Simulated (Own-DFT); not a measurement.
Simulation results for Si12O23 (quartz with two neutral oxygen vacancies, strained, atoms displaced)

Computed with Own-DFT development build. A calculation, not a measurement: plane-wave PBE and HSE06 DFT by an unreviewed code, no spin, of a simulated cell at Gamma alone, so results move with cell size and shape, stress positive in tension, energies less offsets, not probed for a lower state with spin; oxygen file: force components 24 meV/angstrom off all-electron in a glass; k mesh not checked against a denser one; forces and stress are PBE's, HSE06 gives the energy alone, and its difference from PBE has offsets of its own; offsets are fitted by least squares, one for each functional and potential file, so energies compare only between cells with the same atoms and settings and are not formation energies; the far tail of each file's local potential was reset to the Coulomb form; each entry is a single point on an unrelaxed cell, so the pressure reflects the starting lattice, mostly measured values (interpolated for alloys), from which strain is counted, and rises with the displacements; printed positions are rounded, which can move forces by about a meV/angstrom; the program, named Own-DFT, is a retired in-house code; no spin-orbit coupling.

Settings shared by all entries: first functional PBE; second functional HSE06; exact exchange share 0.25; screening 0.11 1/bohr; exchange divergence Gygi-Baldereschi; potential files PseudoDojo norm-conserving, scalar-relativistic, made for PBE, standard set; wave cutoff 48 hartree; occupations fixed; k mesh 1 x 1 x 1 centred on Gamma.

```yaml
- entry: 1
  formula: Si12O23
  kind: "quartz with two neutral oxygen vacancies, strained, atoms displaced"
  structure:
    cell_angstrom:
      - [9.6387, 0.121, -0.1649]
      - [-4.7145, 8.3501, 0.0971]
      - [-0.1814, 0.0186, 11.0114]
    atoms_fractional:
      - [Si, 0.23055, 0.00089, 0.99656]
      - [Si, 0.99894, 0.2351, 0.33088]
      - [Si, 0.26471, 0.2628, 0.16468]
      - [O, 0.2107, 0.13648, 0.05698]
      - [O, 0.42685, 0.29324, 0.22249]
      - [O, 0.36317, 0.07147, 0.39104]
      - [O, 0.07432, 0.37156, 0.43692]
      - [O, 0.12708, 0.20504, 0.27667]
      - [O, 0.30211, 0.43542, 0.1084]
      - [Si, 0.24223, 0.00944, 0.50194]
      - [Si, 8.0e-05, 0.23573, 0.83425]
      - [Si, 0.27207, 0.26849, 0.66447]
      - [O, 0.20561, 0.12931, 0.56438]
      - [O, 0.42308, 0.29118, 0.72864]
      - [O, 0.36919, 0.06893, 0.89518]
      - [O, 0.07433, 0.368, 0.94093]
      - [O, 0.133, 0.20797, 0.77406]
      - [O, 0.28558, 0.42084, 0.61088]
      - [Si, 0.23395, 0.49723, 0.99833]
      - [Si, 0.99523, 0.7339, 0.33336]
      - [Si, 0.26403, 0.76838, 0.16495]
      - [O, 0.42504, 0.78852, 0.22454]
      - [O, 0.36591, 0.57591, 0.38688]
      - [O, 0.07484, 0.86241, 0.44213]
      - [O, 0.12818, 0.69922, 0.27473]
      - [Si, 0.23807, 0.50379, 0.49805]
      - [Si, 0.99888, 0.72748, 0.83739]
      - [Si, 0.27165, 0.76437, 0.66535]
      - [O, 0.20715, 0.63798, 0.55937]
      - [O, 0.42301, 0.78753, 0.72803]
      - [O, 0.36218, 0.57352, 0.89272]
      - [O, 0.07637, 0.86519, 0.94493]
      - [O, 0.1375, 0.70399, 0.77681]
      - [O, 0.29508, 0.92972, 0.60757]
      - [Si, 0.73253, 0.99931, 0.00066]
      - [Si, 0.49738, 0.23569, 0.33034]
      - [Si, 0.76602, 0.26818, 0.16419]
      - [O, 0.71177, 0.13476, 0.06055]
      - [O, 0.9326, 0.29154, 0.22769]
      - [O, 0.86131, 0.06875, 0.39746]
      - [O, 0.56867, 0.36578, 0.44061]
      - [O, 0.6334, 0.20892, 0.27091]
      - [O, 0.7893, 0.42297, 0.10608]
      - [Si, 0.73244, 0.99851, 0.49911]
      - [Si, 0.50223, 0.23633, 0.83671]
      - [Si, 0.76122, 0.26884, 0.66499]
      - [O, 0.70773, 0.13143, 0.56064]
      - [O, 0.93097, 0.29173, 0.72821]
      - [O, 0.86876, 0.0744, 0.89026]
      - [O, 0.58121, 0.37555, 0.94451]
      - [O, 0.63735, 0.21203, 0.77475]
      - [O, 0.79291, 0.42425, 0.60833]
      - [Si, 0.73148, 0.49585, 0.00433]
      - [Si, 0.49942, 0.73576, 0.33447]
      - [Si, 0.76424, 0.76601, 0.16907]
      - [O, 0.70949, 0.63711, 0.05918]
      - [O, 0.92982, 0.7942, 0.21879]
      - [O, 0.86736, 0.57213, 0.38958]
      - [O, 0.57139, 0.86999, 0.44323]
      - [O, 0.6328, 0.7082, 0.2746]
      - [O, 0.78914, 0.92487, 0.10904]
      - [Si, 0.73477, 0.49555, 0.50181]
      - [Si, 0.50462, 0.73605, 0.83802]
      - [Si, 0.76456, 0.76552, 0.6673]
      - [O, 0.70479, 0.63313, 0.55951]
      - [O, 0.93278, 0.79644, 0.72497]
      - [O, 0.87205, 0.57714, 0.89677]
      - [O, 0.57365, 0.86556, 0.94388]
      - [O, 0.63806, 0.7059, 0.77351]
      - [O, 0.79581, 0.92608, 0.60997]
  results:
    "PBE_energy_of_cell_above_offsets [eV]": "-18.688"
    "HSE06_less_PBE_above_offsets [eV]": "-0.202"
    "PBE_pressure [GPa]": 10.04
    "PBE_stress_xx [GPa]": -12.48
    "PBE_stress_yy [GPa]": -11.7
    "PBE_stress_zz [GPa]": -5.96
    "PBE_stress_yz [GPa]": 1.09
    "PBE_stress_xz [GPa]": -7.53
    "PBE_stress_xy [GPa]": 2.58
    force_element: [Si, Si, Si, O, O, O, O, O, O, Si, Si, Si, O, O, O, O, O, O, Si, Si, Si, O, O, O, O, Si, Si, Si, O, O, O, O, O, O, Si, Si, Si, O, O, O, O, O, O, Si, Si, Si, O, O, O, O, O, O, Si, Si, Si, O, O, O, O, O, O, Si, Si, Si, O, O, O, O, O, O]
    "force_x [eV/angstrom]": [4.369, 0.127, -3.295, -1.571, 0.587, 0.427, -0.134, 4.989, 1.019, -0.108, 1.864, -4.242, -1.763, 3.569, 0.23, -1.268, 2.377, -1.045, -1.36, 2.011, -2.481, 0.423, -0.761, -0.007, 0.983, -0.299, 1.504, -5.146, 0.272, 3.965, 1.159, -2.157, 0.693, 1.229, 2.642, 1.359, 1.528, -1.44, -4.444, 1.246, 0.02, 0.818, 0.996, 1.714, -0.067, 3.973, -1.697, -3.738, -1.538, -3.499, 0.161, -0.477, 2.115, 0.635, -1.018, -0.653, 0.961, -1.726, -1.353, 1.456, -0.037, -0.914, -0.05, 1.445, 0.005, 0.369, -1.958, -0.985, -0.902, -1.104]
    "force_y [eV/angstrom]": [-0.998, -1.621, 0.574, 1.032, 0.69, 0.72, -0.39, -0.306, -1.488, -3.806, -0.265, -4.378, 2.25, 1.013, 0.824, -1.547, 0.086, 4.085, 4.426, 1.327, -0.944, 1.378, -2.15, 0.97, 0.325, -0.049, 3.49, -0.125, -1.006, 1.116, 0.211, -2.428, 0.199, -0.074, 1.15, -0.716, -3.178, 1.168, 1.466, 1.58, -0.324, -0.045, 1.888, 0.354, -0.149, -5.08, 1.923, 1.182, -2.147, -5.043, -0.198, 3.612, 6.12, 1.457, -1.874, 0.134, 0.462, -2.373, -2.16, -0.187, 1.577, 2.588, -1.332, -1.465, -0.404, -0.4, -3.832, -0.617, -0.373, 2.09]
    "force_z [eV/angstrom]": [2.053, 5.652, 1.014, 0.411, -0.113, -0.432, -0.059, -2.852, 1.103, -2.4, 0.915, 2.078, 0.565, 1.513, -0.16, -0.409, -1.082, -2.311, 1.792, 0.116, -2.89, -0.161, 2.164, 0.117, -0.632, -0.686, -1.963, 0.705, -1.171, 1.477, -0.676, -1.876, -0.811, 0.975, -1.703, 1.795, 2.744, 0.246, -4.112, -1.65, -0.239, -0.343, 0.97, 1.224, 1.097, 2.531, 1.169, -2.961, 2.231, -3.592, 0.067, -0.952, -1.377, 0.477, -0.184, 0.336, 0.9, 2.007, -1.345, -0.257, -0.176, -2.816, -0.681, 0.471, -0.147, 0.667, 2.464, -0.6, 1.043, -1.273]
- entry: 2
  formula: Si12O23
  kind: "quartz with two neutral oxygen vacancies, strained, atoms displaced"
  structure:
    cell_angstrom:
      - [9.7174, 0.1449, 0.0677]
      - [-4.7332, 8.2809, -0.1168]
      - [0.0745, -0.1054, 11.0016]
    atoms_fractional:
      - [Si, 0.24025, 0.00028, 0.99727]
      - [Si, 0.99827, 0.23734, 0.33255]
      - [Si, 0.26519, 0.26325, 0.1673]
      - [O, 0.20452, 0.13211, 0.05801]
      - [O, 0.42982, 0.29132, 0.22572]
      - [O, 0.3604, 0.06919, 0.39161]
      - [O, 0.07272, 0.36933, 0.44232]
      - [O, 0.13251, 0.20898, 0.27198]
      - [O, 0.28833, 0.42246, 0.10683]
      - [Si, 0.23613, 0.99475, 0.49953]
      - [Si, 0.99954, 0.23673, 0.82929]
      - [Si, 0.25602, 0.26234, 0.66498]
      - [O, 0.4248, 0.28819, 0.72324]
      - [O, 0.37502, 0.07614, 0.88959]
      - [O, 0.07077, 0.36451, 0.94076]
      - [O, 0.12861, 0.20189, 0.77444]
      - [Si, 0.23355, 0.49733, 0.00072]
      - [Si, 0.00179, 0.7377, 0.33661]
      - [Si, 0.26079, 0.75694, 0.16828]
      - [O, 0.20328, 0.62815, 0.06517]
      - [O, 0.42493, 0.79226, 0.23154]
      - [O, 0.36683, 0.57523, 0.39222]
      - [O, 0.06971, 0.86226, 0.44391]
      - [O, 0.13149, 0.71004, 0.27615]
      - [O, 0.29782, 0.92792, 0.10672]
      - [Si, 0.23809, 0.50053, 0.49747]
      - [Si, 0.99945, 0.73669, 0.83283]
      - [Si, 0.26141, 0.76443, 0.66619]
      - [O, 0.20462, 0.63156, 0.5616]
      - [O, 0.43192, 0.79674, 0.73089]
      - [O, 0.37167, 0.57632, 0.89488]
      - [O, 0.07403, 0.87037, 0.94252]
      - [O, 0.13482, 0.70377, 0.77513]
      - [O, 0.29775, 0.93448, 0.6072]
      - [Si, 0.73281, 0.99919, 0.00289]
      - [Si, 0.50203, 0.23481, 0.33683]
      - [Si, 0.77458, 0.27187, 0.17054]
      - [O, 0.70651, 0.13148, 0.05931]
      - [O, 0.92374, 0.28793, 0.22741]
      - [O, 0.8648, 0.07158, 0.3939]
      - [O, 0.57737, 0.36742, 0.44208]
      - [O, 0.63237, 0.20064, 0.27413]
      - [O, 0.78623, 0.42223, 0.1082]
      - [Si, 0.73047, 0.00049, 0.50122]
      - [Si, 0.49873, 0.2364, 0.83241]
      - [Si, 0.7617, 0.26321, 0.66562]
      - [O, 0.70376, 0.13069, 0.56078]
      - [O, 0.9276, 0.29539, 0.72522]
      - [O, 0.86762, 0.07505, 0.88934]
      - [O, 0.57307, 0.36891, 0.93595]
      - [O, 0.63374, 0.20706, 0.77576]
      - [O, 0.78659, 0.42, 0.60999]
      - [Si, 0.73972, 0.50075, 0.99749]
      - [Si, 0.50433, 0.73864, 0.33178]
      - [Si, 0.76123, 0.75686, 0.16475]
      - [O, 0.70606, 0.63584, 0.06034]
      - [O, 0.92417, 0.78896, 0.22657]
      - [O, 0.86243, 0.57205, 0.39625]
      - [O, 0.57036, 0.8674, 0.44154]
      - [O, 0.62993, 0.70213, 0.27568]
      - [O, 0.79271, 0.93018, 0.11288]
      - [Si, 0.73413, 0.50193, 0.50027]
      - [Si, 0.50027, 0.7306, 0.83517]
      - [Si, 0.76933, 0.76608, 0.66705]
      - [O, 0.70849, 0.63077, 0.55433]
      - [O, 0.92588, 0.79354, 0.72853]
      - [O, 0.86824, 0.57412, 0.88742]
      - [O, 0.57899, 0.87321, 0.93781]
      - [O, 0.62952, 0.70546, 0.7727]
      - [O, 0.79454, 0.92699, 0.60257]
  results:
    "PBE_energy_of_cell_above_offsets [eV]": "-20.265"
    "HSE06_less_PBE_above_offsets [eV]": "-0.232"
    "PBE_pressure [GPa]": 9.5
    "PBE_stress_xx [GPa]": -10.67
    "PBE_stress_yy [GPa]": -11.36
    "PBE_stress_zz [GPa]": -6.48
    "PBE_stress_yz [GPa]": -4.01
    "PBE_stress_xz [GPa]": 1.71
    "PBE_stress_xy [GPa]": 3.04
    force_element: [Si, Si, Si, O, O, O, O, O, O, Si, Si, Si, O, O, O, O, Si, Si, Si, O, O, O, O, O, O, Si, Si, Si, O, O, O, O, O, O, Si, Si, Si, O, O, O, O, O, O, Si, Si, Si, O, O, O, O, O, O, Si, Si, Si, O, O, O, O, O, O, Si, Si, Si, O, O, O, O, O, O]
    "force_x [eV/angstrom]": [1.244, 0.608, 0.709, -0.357, -0.333, 0.934, -0.922, 0.837, 0.099, -2.833, -1.976, 1.39, -1.119, -1.515, 0.013, 2.087, 1.393, -3.192, -0.043, -1.144, -1.015, 0.452, -0.237, 2.619, 0.07, 1.901, 0.966, 2.455, -0.965, -2.134, -1.401, -0.365, -0.211, 1.468, 3.717, -0.877, -3.724, -2.122, 1.905, -0.031, -1.256, 1.32, -0.332, 2.902, 0.144, 0.731, -2.176, -0.546, -0.728, 0.393, 1.56, -1.301, -0.693, -1.922, -0.629, 0.122, 0.267, 1.55, -0.437, 2.996, 0.257, 4.132, -1.836, -2.552, -3.811, 0.711, -0.608, -1.092, 4.044, 0.435]
    "force_y [eV/angstrom]": [0.053, -1.384, -0.571, 0.596, 0.084, 0.46, -0.564, -0.372, 1.21, 3.503, -0.739, -0.205, 0.617, -2.81, 0.897, -0.374, -1.11, -1.876, 3.458, -0.377, 0.266, -0.108, 1.048, -0.733, -0.626, -2.174, 0.946, 1.532, 0.469, -0.304, -2.794, -0.977, 0.02, -1.649, -0.434, -0.737, -4.087, 3.843, 1.459, 0.34, -1.019, 0.327, 2.361, -1.833, 0.576, -1.063, 1.712, 0.312, -1.3, 1.939, -0.243, 3.276, -1.096, -0.644, 4.027, -2.652, -0.058, 0.696, -0.043, -0.411, -0.7, -4.223, 3.033, -0.644, 5.308, 0.507, -1.463, -1.78, -0.435, -0.26]
    "force_z [eV/angstrom]": [-0.025, 2.259, 0.518, 0.256, 0.241, -0.945, -0.813, -0.04, -0.204, 1.229, 1.522, -3.449, -0.36, 1.843, 0.265, -0.571, -1.625, -0.707, 1.593, -0.977, -1.277, -0.491, 1.378, -1.148, -0.064, 1.774, 0.623, 1.672, -0.164, -1.302, 1.825, -0.89, -0.036, 1.624, -2.0, -0.97, -1.211, 2.463, 0.16, -0.159, -0.269, -0.502, -1.001, -2.044, -1.557, 2.753, 0.718, -0.765, 1.272, 1.719, -0.855, -1.962, -0.852, 1.741, 3.651, -3.071, 0.338, -1.479, 0.118, -1.733, -0.055, -0.51, 0.053, -0.701, 3.873, -0.188, 1.372, -0.411, -2.131, 0.664]
- entry: 3
  formula: Si12O23
  kind: "quartz with two neutral oxygen vacancies, strained, atoms displaced"
  structure:
    cell_angstrom:
      - [9.7668, -0.1361, -0.0935]
      - [-5.0013, 8.5195, 0.1741]
      - [-0.1029, 0.1617, 11.0255]
    atoms_fractional:
      - [Si, 0.23798, 0.99709, 0.00219]
      - [Si, 0.00255, 0.23242, 0.33713]
      - [Si, 0.26795, 0.26233, 0.16611]
      - [O, 0.20816, 0.13267, 0.06168]
      - [O, 0.42957, 0.29711, 0.22716]
      - [O, 0.37186, 0.07489, 0.39204]
      - [O, 0.08177, 0.37749, 0.43708]
      - [O, 0.13335, 0.20974, 0.27545]
      - [O, 0.29806, 0.43009, 0.10979]
      - [Si, 0.23321, 0.99746, 0.50163]
      - [Si, 0.99965, 0.23265, 0.83288]
      - [Si, 0.266, 0.26758, 0.66286]
      - [O, 0.20426, 0.13722, 0.55817]
      - [O, 0.42908, 0.2942, 0.72802]
      - [O, 0.36454, 0.07145, 0.89073]
      - [O, 0.12367, 0.1992, 0.77373]
      - [O, 0.28651, 0.4225, 0.60525]
      - [Si, 0.23444, 0.50073, 0.99775]
      - [Si, 0.99887, 0.73066, 0.33142]
      - [Si, 0.26481, 0.76315, 0.16231]
      - [O, 0.20093, 0.63034, 0.06062]
      - [O, 0.42613, 0.79434, 0.22544]
      - [O, 0.36085, 0.57372, 0.39273]
      - [O, 0.07427, 0.8672, 0.43987]
      - [O, 0.13634, 0.71194, 0.27367]
      - [O, 0.2901, 0.91792, 0.10527]
      - [Si, 0.23392, 0.50069, 0.49767]
      - [Si, 0.99979, 0.72857, 0.8346]
      - [Si, 0.26436, 0.76333, 0.66619]
      - [O, 0.20994, 0.63851, 0.56027]
      - [O, 0.42362, 0.7907, 0.72408]
      - [O, 0.067, 0.86464, 0.94279]
      - [O, 0.13914, 0.70507, 0.77501]
      - [O, 0.29534, 0.92873, 0.60328]
      - [Si, 0.73623, 0.99939, 0.00295]
      - [Si, 0.50539, 0.23907, 0.33346]
      - [Si, 0.7647, 0.26955, 0.16798]
      - [O, 0.7033, 0.13713, 0.05567]
      - [O, 0.92254, 0.29646, 0.22873]
      - [O, 0.86384, 0.06955, 0.38999]
      - [O, 0.57697, 0.36402, 0.43971]
      - [O, 0.63089, 0.20967, 0.26839]
      - [O, 0.79186, 0.4327, 0.10644]
      - [Si, 0.7283, 0.99483, 0.49931]
      - [Si, 0.4985, 0.23325, 0.8354]
      - [Si, 0.76696, 0.26733, 0.66808]
      - [O, 0.70944, 0.13693, 0.55961]
      - [O, 0.92868, 0.29378, 0.72557]
      - [O, 0.8659, 0.07205, 0.89007]
      - [O, 0.57298, 0.36623, 0.94045]
      - [O, 0.63513, 0.21026, 0.77887]
      - [O, 0.78956, 0.42735, 0.60969]
      - [Si, 0.73307, 0.49702, 0.99586]
      - [Si, 0.49895, 0.73437, 0.33246]
      - [Si, 0.76257, 0.7605, 0.16823]
      - [O, 0.7083, 0.63658, 0.0596]
      - [O, 0.91944, 0.79436, 0.22921]
      - [O, 0.87155, 0.57483, 0.39415]
      - [O, 0.58321, 0.87012, 0.43944]
      - [O, 0.63635, 0.70551, 0.27396]
      - [O, 0.79523, 0.92904, 0.10905]
      - [Si, 0.74034, 0.49963, 0.49838]
      - [Si, 0.50735, 0.73865, 0.83484]
      - [Si, 0.76237, 0.76211, 0.66396]
      - [O, 0.70998, 0.63624, 0.55794]
      - [O, 0.92361, 0.79123, 0.72756]
      - [O, 0.86886, 0.57431, 0.89272]
      - [O, 0.57434, 0.8691, 0.94738]
      - [O, 0.63708, 0.70919, 0.77659]
      - [O, 0.79347, 0.9272, 0.60515]
  results:
    "PBE_energy_of_cell_above_offsets [eV]": "-20.643"
    "HSE06_less_PBE_above_offsets [eV]": "0.177"
    "PBE_pressure [GPa]": 6.29
    "PBE_stress_xx [GPa]": -8.58
    "PBE_stress_yy [GPa]": -7.1
    "PBE_stress_zz [GPa]": -3.19
    "PBE_stress_yz [GPa]": 4.45
    "PBE_stress_xz [GPa]": -3.42
    "PBE_stress_xy [GPa]": -4.14
    force_element: [Si, Si, Si, O, O, O, O, O, O, Si, Si, Si, O, O, O, O, O, Si, Si, Si, O, O, O, O, O, O, Si, Si, Si, O, O, O, O, O, Si, Si, Si, O, O, O, O, O, O, Si, Si, Si, O, O, O, O, O, O, Si, Si, Si, O, O, O, O, O, O, Si, Si, Si, O, O, O, O, O, O]
    "force_x [eV/angstrom]": [-2.423, -1.592, -1.911, 0.725, 1.035, -1.069, -2.984, 1.611, -0.26, -0.552, 0.509, -0.136, 0.957, -0.9, -0.566, 3.174, -0.158, 0.727, 0.332, 0.049, -0.137, 1.215, 1.377, -0.967, 0.421, -0.328, 0.145, 0.94, -0.762, 0.411, 2.905, 0.664, -1.775, 1.102, -0.259, -0.663, -0.014, 0.737, 2.592, -0.481, -0.263, 0.044, 0.886, 3.117, 0.873, -0.935, 0.185, 0.34, -1.012, -1.414, 0.98, 0.573, -0.721, 1.396, -1.66, 0.566, 3.899, -0.331, -4.193, -2.495, 0.575, -2.011, -3.088, 0.335, 0.404, 1.508, -0.88, -1.215, 0.655, 0.191]
    "force_y [eV/angstrom]": [0.636, 2.373, 0.305, -0.886, 0.429, -1.194, -4.372, -0.243, 0.095, 2.914, 3.158, -2.764, -1.15, 0.445, -1.666, 0.256, 2.093, -0.213, 4.133, -2.856, -0.495, 0.298, 0.562, -1.776, -0.376, 2.913, 3.055, 4.582, 0.38, -1.442, 0.67, -0.541, -0.21, -0.722, 2.73, -0.265, -1.239, 0.313, 0.088, -0.683, 0.475, -0.623, -0.297, 5.846, 1.637, -1.899, -0.356, 0.785, -1.845, -1.642, -0.063, 0.573, 3.021, 1.09, 0.399, -1.231, 0.279, -2.283, -5.657, -0.587, -0.245, 1.188, -1.309, 0.251, -1.286, -0.043, -3.26, -1.9, -0.345, -0.007]
    "force_z [eV/angstrom]": [-1.038, -0.958, 0.127, -0.408, 0.37, 1.239, -2.392, -0.967, -0.453, -1.426, 1.399, 2.321, -0.626, -0.799, 1.227, -2.082, -0.354, -2.357, -0.45, 1.727, -0.15, 0.444, -0.783, -1.405, -0.39, -0.743, 3.268, -1.455, -0.905, -1.134, 1.255, -0.716, 1.067, 1.787, 0.367, -0.251, -2.722, 0.77, 1.472, 1.206, 0.222, 0.753, 0.702, 2.617, -0.522, -0.055, -0.027, -0.099, 1.596, -1.042, -0.769, 0.242, 1.922, -0.364, -2.706, -1.021, 1.71, 0.667, -3.673, 1.773, 0.691, 1.134, 2.311, 0.215, -0.909, 0.493, 1.128, -1.994, -0.537, 0.455]
- entry: 4
  formula: Si12O23
  kind: "quartz with two neutral oxygen vacancies, strained, atoms displaced"
  structure:
    cell_angstrom:
      - [9.6736, 0.0462, 0.1209]
      - [-4.7968, 8.3617, 0.0166]
      - [0.133, 0.0979, 10.7169]
    atoms_fractional:
      - [Si, 0.23287, 0.00191, 0.99762]
      - [Si, 0.99629, 0.23274, 0.33308]
      - [Si, 0.26125, 0.26776, 0.16997]
      - [O, 0.20584, 0.12999, 0.06041]
      - [O, 0.42156, 0.28564, 0.2233]
      - [O, 0.37035, 0.07257, 0.39502]
      - [O, 0.06371, 0.36265, 0.4423]
      - [O, 0.12533, 0.20602, 0.27672]
      - [O, 0.29824, 0.42889, 0.10832]
      - [Si, 0.2321, 0.99844, 0.50038]
      - [Si, 0.0021, 0.23329, 0.83929]
      - [Si, 0.26015, 0.25896, 0.67237]
      - [O, 0.20079, 0.13185, 0.55209]
      - [O, 0.43431, 0.30219, 0.72678]
      - [O, 0.36122, 0.06885, 0.89083]
      - [O, 0.07356, 0.36455, 0.9457]
      - [O, 0.12895, 0.20395, 0.7738]
      - [O, 0.2931, 0.4268, 0.60737]
      - [Si, 0.23816, 0.49614, 0.0027]
      - [Si, 0.99654, 0.73071, 0.3348]
      - [Si, 0.26326, 0.76528, 0.16603]
      - [O, 0.20307, 0.63519, 0.06006]
      - [O, 0.42737, 0.79688, 0.2264]
      - [O, 0.07095, 0.8631, 0.4433]
      - [O, 0.13277, 0.70533, 0.27193]
      - [O, 0.29415, 0.92801, 0.10554]
      - [Si, 0.23723, 0.49698, 0.4997]
      - [Si, 0.00107, 0.73291, 0.83804]
      - [Si, 0.26098, 0.75758, 0.66391]
      - [O, 0.20852, 0.63511, 0.55807]
      - [O, 0.43429, 0.79536, 0.724]
      - [O, 0.36463, 0.57272, 0.89021]
      - [O, 0.07887, 0.86801, 0.93961]
      - [O, 0.13185, 0.70759, 0.77287]
      - [O, 0.29605, 0.92949, 0.603]
      - [Si, 0.73781, 0.00414, 0.00437]
      - [Si, 0.49816, 0.23159, 0.33401]
      - [Si, 0.77222, 0.26702, 0.16184]
      - [O, 0.70545, 0.13027, 0.05761]
      - [O, 0.92737, 0.29895, 0.22584]
      - [O, 0.87137, 0.07198, 0.39435]
      - [O, 0.56733, 0.36374, 0.44236]
      - [O, 0.63918, 0.20898, 0.2742]
      - [O, 0.79116, 0.42754, 0.10299]
      - [Si, 0.73761, 0.00121, 0.50171]
      - [Si, 0.49561, 0.2301, 0.83614]
      - [Si, 0.75925, 0.26497, 0.66757]
      - [O, 0.70597, 0.13711, 0.56064]
      - [O, 0.92336, 0.2855, 0.72637]
      - [O, 0.86678, 0.07079, 0.89173]
      - [O, 0.57388, 0.36759, 0.93972]
      - [O, 0.6339, 0.21019, 0.77466]
      - [O, 0.78955, 0.42588, 0.61309]
      - [Si, 0.74082, 0.50103, 0.99909]
      - [Si, 0.49855, 0.72762, 0.32824]
      - [Si, 0.76482, 0.76692, 0.16367]
      - [O, 0.70266, 0.63063, 0.06304]
      - [O, 0.9234, 0.79851, 0.22821]
      - [O, 0.86661, 0.57455, 0.39506]
      - [O, 0.56904, 0.86572, 0.44327]
      - [O, 0.79373, 0.92606, 0.10992]
      - [Si, 0.7343, 0.50373, 0.49892]
      - [Si, 0.49833, 0.73726, 0.83828]
      - [Si, 0.76222, 0.76386, 0.6686]
      - [O, 0.70788, 0.63548, 0.5575]
      - [O, 0.92965, 0.79576, 0.72679]
      - [O, 0.87144, 0.57742, 0.8942]
      - [O, 0.56658, 0.86129, 0.93822]
      - [O, 0.63711, 0.70923, 0.77525]
      - [O, 0.79648, 0.92552, 0.6037]
  results:
    "PBE_energy_of_cell_above_offsets [eV]": "-18.819"
    "HSE06_less_PBE_above_offsets [eV]": "-0.709"
    "PBE_pressure [GPa]": 14.53
    "PBE_stress_xx [GPa]": -13.57
    "PBE_stress_yy [GPa]": -16.16
    "PBE_stress_zz [GPa]": -13.85
    "PBE_stress_yz [GPa]": 3.76
    "PBE_stress_xz [GPa]": 4.7
    "PBE_stress_xy [GPa]": 1.55
    force_element: [Si, Si, Si, O, O, O, O, O, O, Si, Si, Si, O, O, O, O, O, O, Si, Si, Si, O, O, O, O, O, Si, Si, Si, O, O, O, O, O, O, Si, Si, Si, O, O, O, O, O, O, Si, Si, Si, O, O, O, O, O, O, Si, Si, Si, O, O, O, O, O, Si, Si, Si, O, O, O, O, O, O]
    "force_x [eV/angstrom]": [1.326, -3.083, 1.873, -2.458, 0.502, -0.315, 0.55, 4.231, 0.28, 0.396, -3.099, 2.933, -1.315, -1.298, 1.023, -0.294, 1.158, 0.957, -2.47, 0.209, 1.622, 0.774, -0.35, -0.585, -1.007, -0.306, -0.161, -1.041, 1.963, -0.547, -1.914, -0.134, -1.687, 1.699, 1.042, 0.519, 0.57, -2.336, -2.4, 1.894, -0.435, 0.291, 0.314, 2.108, -2.238, 0.02, 3.647, -0.015, 0.312, -0.258, 0.047, -0.548, -1.332, -4.046, 1.698, -1.661, -0.108, 1.57, 0.543, 0.463, -0.981, -0.313, 0.889, 2.765, -1.504, 0.119, -0.097, 1.358, -1.614, 0.289]
    "force_y [eV/angstrom]": [-1.925, 2.394, -2.981, 3.023, 0.476, -1.854, 1.145, -0.672, 1.231, -0.938, 1.859, 1.106, 2.566, -0.696, -0.472, -0.246, -1.485, -0.83, 2.072, 3.529, 0.701, -1.734, 0.209, -0.704, -1.009, 1.139, 1.01, 3.858, 3.626, -1.489, -0.121, -2.052, -1.041, -1.042, -1.201, -4.869, 1.781, -0.578, 3.031, 0.366, -1.639, 0.886, -0.204, -0.694, -1.069, 2.731, -0.641, -0.87, 0.409, -1.98, 0.172, -1.735, 3.196, -0.618, -0.663, -3.165, -0.382, -0.195, -2.048, -0.321, 3.495, -3.806, -0.977, 0.385, 1.385, -0.17, -2.875, 4.608, -1.258, 0.859]
    "force_z [eV/angstrom]": [2.072, 1.685, -0.316, 1.659, 0.398, -0.135, 0.575, -1.972, 0.452, -0.873, -1.646, -4.068, 2.496, -0.381, -1.288, 0.397, 1.308, 1.449, -0.665, -0.886, -0.511, -1.206, -0.707, -0.658, 1.464, -0.379, -3.483, -2.788, 1.06, -1.412, -1.001, 0.426, 0.077, 0.106, 1.834, -3.056, -0.703, 0.875, 1.446, 0.088, -0.222, 0.184, -0.328, 1.99, -0.45, -0.671, -0.14, -0.997, 0.586, 0.998, 0.53, 2.032, -2.092, -0.944, 1.808, 3.823, -0.929, 0.861, -0.834, -0.66, -1.563, 1.755, -4.072, -1.231, 0.772, 0.29, 0.283, 4.556, 2.331, 0.602]
```
